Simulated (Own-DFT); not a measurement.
# Strain and stress in 4H SiC, 32 atoms (C16Si16)

All numbers below are calculated, not measured. They come from Own-DFT, an in-house plane-wave density functional program, since retired, whose code no person has reviewed. Each row is one single-point run on a periodic cell that was not relaxed, without spin or spin-orbit coupling.

Settings of every run: PBE; PseudoDojo norm-conserving scalar-relativistic files; cutoff 42 hartree; 5 x 5 x 3 k mesh centred on Gamma; Fermi-Dirac smearing of 0.1 eV.

Known limits: forces on such cells passed a denser k mesh, each cell not checked; stress not checked against mesh or cutoff.

Unstrained cell vectors in Å: (6.165, 0.000, 0.000); (-3.083, 5.339, 0.000); (0.000, 0.000, 10.068). The unstrained cell has measured lattice constants (interpolated for alloys), not those of this functional. That, the random moves and any unrelaxed bonds set the pressure at no strain. Each run strains this cell uniformly, with the atoms carried along. Every atom was also moved at random, by a Gaussian of width 0.05 Å on each axis. Strain is the symmetric tensor, in per cent. Stress is positive in tension, and the pressure is minus a third of its trace.

```
run  e_xx (%)  e_yy (%)  e_zz (%)  e_yz (%)  e_xz (%)  e_xy (%)  s_xx (GPa)  s_yy (GPa)  s_zz (GPa)  s_yz (GPa)  s_xz (GPa)  s_xy (GPa)  P (GPa)  E (meV/atom)
  1     -1.52      1.46     -1.61      0.22      0.22      1.91      -12.87        1.28      -16.50       -0.38       -0.82        7.10     9.36          16.0
  2      0.30      1.20      1.19      1.80     -0.02      0.96       -2.80       -0.47        1.97        7.45       -1.97        7.29     0.43          15.9
  3     -1.83     -1.47     -1.34      0.86     -0.76      0.71      -19.69      -15.46      -16.08        3.80       -3.94        4.72    17.08          36.4
  4     -1.18     -1.92      0.03      0.98     -1.91     -0.71      -14.38      -19.09       -7.17        0.98       -6.98       -3.68    13.55          47.8
  5      0.65     -1.50      1.63     -1.19     -1.76      1.61       -1.15      -14.22        3.62       -1.88       -5.41        6.93     3.92           8.9
  6     -0.01      0.95     -1.31     -0.95     -1.73      1.17       -5.14       -0.49      -13.94       -2.97       -5.36        4.80     6.52          16.6
  7     -0.86      0.54      1.44     -1.11     -1.72      1.91      -10.14       -1.07        1.27       -3.63       -4.30       10.49     3.32           6.2
  8      0.17      1.82     -0.08      0.43     -1.61      0.09       -3.48        6.62       -6.95        1.39       -6.36        1.40     1.27           0.0
  9      1.29     -1.94     -0.22      0.09      0.99      1.18        0.14      -13.06       -8.39       -0.88        2.71        3.67     7.10           1.3
 10      0.63      1.70      0.76      1.54      0.13     -1.90       -1.95        4.39        0.73        4.61        0.24       -6.92    -1.06           0.8
 11     -1.09     -0.73     -1.08     -1.20      1.61      1.99      -10.26       -9.70      -18.13       -3.65        4.77       10.08    12.70          15.4
 12     -0.92     -0.97      0.42     -1.11     -1.14     -0.69      -12.86       -9.71       -4.71       -4.39       -5.42       -3.58     9.09          15.3
 13     -1.80      0.44     -0.22     -1.70      0.72      1.05      -15.60       -5.40       -6.84       -6.41        2.44        6.62     9.28           8.1
 14      0.19      0.08     -0.55      1.71     -0.93      1.15       -2.32       -3.68      -12.57        4.81       -1.53        4.53     6.19           8.1
 15      1.59     -1.46      1.00     -1.39      0.94      1.56       -1.21      -11.04        0.57       -2.46        1.46       10.37     3.89          38.8
 16      0.19     -1.76     -0.40      0.55      1.78      1.10           ?           ?           ?           ?           ?           ?        ?             ?
```

E is the free energy for each atom above the lowest run shown.

## Worked fit

Each stress component was fitted by least squares to a constant and the strains of the runs shown, as fractions, with shears doubled. Shear strains stay in the fit of a normal stress only where such slopes are resolved. The slopes, in GPa:

```
stress,at no strain,per e_xx,per e_yy,per e_zz,scatter
s_xx,-5.8,564 ± 48,94 ± 34,-8 ± 51,1.74
s_yy,-5.0,125 ± 42,554 ± 30,-21 ± 44,1.52
s_zz,-6.7,35 ± 45,54 ± 32,669 ± 47,1.62
```

Each shear stress against twice its own strain: yz 163 ± 17, xz 147 ± 16, xy 228 ± 22 GPa. These are stiffnesses along x, y and z of the frame in which the cell vectors are given, which need not be the crystal's axes. The atoms are held to the strained lattice; where symmetry lets them move under strain, relaxing them would lower some slopes. The table should be nearly symmetric about its diagonal, and what it lacks of that shows the noise. A ninth of its sum, 230 ± 5 GPa, estimates the bulk modulus near the mean pressure of these runs, 6.8 GPa, so it lies above the value at zero pressure.

## Withheld run

Question: what normal stresses and pressure should run 16 give?

The fit gives s_xx = -6.4, s_yy = -14.5, s_zz = -10.3 and P = 10.4 GPa. The calculation gave -5.02, -15.04, -11.19 and P = 10.41 GPa.
